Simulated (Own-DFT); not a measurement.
# Strain and stress in 2H SiC, 72 atoms (C36Si36)

Calculated results; nothing here was measured. The program, named Own-DFT, is a retired in-house plane-wave density functional code that no person has reviewed. Each row is one single-point run on a periodic cell that was not relaxed, without spin or spin-orbit coupling.

Settings of every run: PBE; PseudoDojo norm-conserving scalar-relativistic files; cutoff 42 hartree; 4 x 4 x 3 k mesh centred on Gamma; Fermi-Dirac smearing of 0.1 eV.

Known limits: forces on such cells passed a denser k mesh, each cell not checked; stress not checked against mesh or cutoff.

Unstrained cell vectors in Å: (9.248, 0.000, 0.000); (-4.624, 8.009, 0.000); (0.000, 0.000, 10.068). The unstrained cell has measured lattice constants (interpolated for alloys), not those of this functional. That, the random moves and any unrelaxed bonds set the pressure at no strain. Each run strains this cell uniformly, with the atoms carried along. Every atom was also moved at random, by a Gaussian of width 0.05 Å on each axis. Strain is the symmetric tensor, in per cent. Stress is positive in tension, and the pressure is minus a third of its trace.

| run | e_xx (%) | e_yy (%) | e_zz (%) | e_yz (%) | e_xz (%) | e_xy (%) | s_xx (GPa) | s_yy (GPa) | s_zz (GPa) | s_yz (GPa) | s_xz (GPa) | s_xy (GPa) | P (GPa) | E (meV/atom) |
|---|---|---|---|---|---|---|---|---|---|---|---|---|---|---|
| 1 | 1.93 | 1.73 | -1.91 | -1.73 | -0.20 | -1.03 | 6.92 | 5.49 | -19.21 | -5.16 | -0.22 | -5.00 | 2.27 | 24.6 |
| 2 | 0.80 | 1.36 | 1.63 | -0.11 | -1.63 | 0.34 | -0.57 | 3.94 | 2.87 | -0.64 | -4.77 | -0.57 | -2.08 | 17.0 |
| 3 | -0.55 | 0.99 | -1.61 | -1.03 | -0.45 | -0.75 | -6.55 | -0.14 | -18.30 | -4.08 | -1.10 | -2.07 | 8.33 | 24.8 |
| 4 | 0.44 | -1.17 | -1.66 | 0.21 | -1.01 | 0.18 | -4.10 | -12.33 | -18.06 | 0.81 | -3.26 | 1.15 | 11.50 | 32.4 |
| 5 | 1.69 | -0.95 | 1.61 | 1.22 | -1.70 | 1.43 | 4.46 | -8.38 | 1.63 | 4.19 | -6.05 | 6.77 | 0.76 | 13.7 |
| 6 | -0.44 | 0.60 | 0.94 | -0.41 | -1.98 | 0.54 | -7.51 | -0.73 | -1.32 | -0.85 | -7.12 | 2.45 | 3.19 | 5.0 |
| 7 | 1.94 | 1.86 | 0.10 | -0.51 | 0.74 | 1.79 | 7.01 | 6.60 | -5.35 | -0.93 | 1.51 | 7.91 | -2.75 | 2.7 |
| 8 | -0.79 | -0.82 | 1.07 | 1.84 | -0.43 | -1.89 | -9.71 | -8.20 | -2.61 | 5.33 | -3.04 | -10.69 | 6.84 | 19.7 |
| 9 | -1.00 | 2.00 | 0.68 | 0.29 | -1.06 | -0.01 | -7.85 | 5.53 | -5.43 | 0.85 | -3.19 | -0.99 | 2.59 | 30.0 |
| 10 | -1.81 | -1.80 | -0.72 | 1.46 | 1.85 | 0.33 | -17.05 | -17.46 | -15.16 | 5.75 | 5.66 | 1.78 | 16.56 | 49.2 |
| 11 | 0.29 | -1.33 | -1.31 | 0.51 | 0.76 | -1.90 | -5.15 | -12.75 | -16.66 | 1.49 | 3.43 | -9.71 | 11.52 | 31.2 |
| 12 | -0.07 | 0.21 | -0.03 | 1.90 | -0.54 | -1.47 | -4.55 | -1.73 | -8.40 | 5.96 | -1.68 | -6.63 | 4.89 | 0.0 |
| 13 | 1.75 | -0.25 | -1.59 | -0.94 | 0.15 | 1.68 | 2.37 | -3.48 | -15.93 | -2.98 | 1.10 | 7.16 | 5.68 | 14.3 |
| 14 | -1.06 | -1.34 | 1.33 | 1.87 | 1.17 | 0.64 | -11.20 | -12.65 | -1.48 | 6.01 | 4.95 | 2.55 | 8.44 | 38.9 |
| 15 | -1.09 | 0.24 | 1.58 | 0.65 | -1.78 | 0.29 | -7.51 | -4.49 | 0.95 | 2.98 | -5.22 | 2.78 | 3.68 | 2.6 |
| 16 | -1.26 | 1.31 | 1.95 | 0.05 | 0.67 | -1.68 | -9.58 | 3.12 | 2.59 | 0.53 | 2.04 | -6.50 | 1.29 | 12.0 |
| 17 | -1.72 | -0.84 | -1.62 | 1.16 | 1.46 | -0.57 | ? | ? | ? | ? | ? | ? | ? | ? |

E is the free energy for each atom above the lowest run shown.

## Worked fit

Each stress component was fitted by least squares to a constant and the strains of the runs shown, as fractions, with shears doubled. Shear strains stay in the fit of a normal stress only where such slopes are resolved. The slopes, in GPa:

| stress | at no strain | per e_xx | per e_yy | per e_zz | scatter |
|---|---|---|---|---|---|
| s_xx | -4.9 | 515 ± 24 | 100 ± 23 | 32 ± 21 | 1.07 |
| s_yy | -4.6 | 84 ± 24 | 561 ± 22 | 41 ± 21 | 1.03 |
| s_zz | -8.4 | 80 ± 18 | 23 ± 16 | 613 ± 16 | 0.77 |

Each shear stress against twice its own strain: yz 155 ± 13, xz 164 ± 11, xy 238 ± 15 GPa. These are stiffnesses along x, y and z of the frame in which the cell vectors are given, which need not be the crystal's axes. The atoms are held to the strained lattice; where symmetry lets them move under strain, relaxing them would lower some slopes. The table should be nearly symmetric about its diagonal, and what it lacks of that shows the noise. A ninth of its sum, 228 ± 5 GPa, estimates the bulk modulus near the mean pressure of these runs, 5.2 GPa, so it lies above the value at zero pressure.

## Withheld run

Question: what normal stresses and pressure should run 17 give?

The fit gives s_xx = -15.1, s_yy = -11.5, s_zz = -19.9 and P = 15.5 GPa. The calculation gave -16.69, -14.38, -16.62 and P = 15.90 GPa. This run lies off the fit, by chance or by something that the fit leaves out.
